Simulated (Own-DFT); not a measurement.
# What random displacements cost in beta-Si3N4, 112 atoms (N64Si48)

These are calculations, not measurements. They come from Own-DFT, an in-house plane-wave density functional program, since retired, whose code no person has reviewed. Each row is one single-point run on a periodic cell that was not relaxed, without spin or spin-orbit coupling.

Settings of every run: PBE; PseudoDojo norm-conserving scalar-relativistic files; cutoff 42 hartree; 2 x 2 x 4 k mesh centred on Gamma; Fermi-Dirac smearing of 0.1 eV.

Known limits, some of them of some rows only: some atoms lie very close together; forces on such cells moved up to 12 meV/angstrom on a denser k mesh; stress not checked against mesh or cutoff.

Cell vectors in Å: (15.212, 0.000, 0.000); (-7.606, 13.174, 0.000); (0.000, 0.000, 5.818). In each run every atom was moved at random and independently from its ideal site; u is the rms move along one axis. E is the free energy for each atom above the fitted value at u = 0, and F the rms of the force components.

```
run   u (Å)  E (meV/atom)  F (eV/Å)  largest force (eV/Å)  P (GPa)
  1  0.0203          20.5     0.898                  3.67     5.57
  2  0.0206          21.4     0.910                  3.09     5.58
  3  0.0214             ?         ?                     ?        ?
  4  0.0449          93.8     1.788                  6.07     7.15
  5  0.0496         119.3     2.009                  6.89     8.33
  6  0.0503         116.4     2.029                  7.97     8.35
  7  0.0979         509.7     5.090                 29.18    19.29
  8  0.0989         444.4     4.493                 29.24    16.50
  9  0.0995         502.3     5.074                 27.43    18.72
 10  0.1431        1025.9     7.952                 40.33    31.22
```

## Worked fit

For small independent moves the energy grows as E = (3/2) K u², with K the mean stiffness felt by one atom. The runs with u up to 0.11 Å give K = 32.5 ± 0.9 eV/Å², with residuals divided by u² + 0.0006 Å², since the noise grows with the moves. The scatter is 8.0 meV/atom at u = 0.05 Å. The forces follow F = G u with G = 44.9 eV/Å²; no force at u = 0 is resolved. G exceeds K because the moves of its neighbours add to the force on an atom, and stiffness differs between atoms. At u = 0.143 Å the parabola gives 997 meV/atom and the run 1026. The pressure follows P = 4.88 + 1360 u² GPa: at fixed volume, shortened bonds push harder than stretched ones pull.

## Withheld run

Question: what energy and rms force should run 3 give?

The fit gives 22 ± 3 meV/atom and about 0.96 eV/Å. The calculation gave 23.9 meV/atom and 0.949 eV/Å.
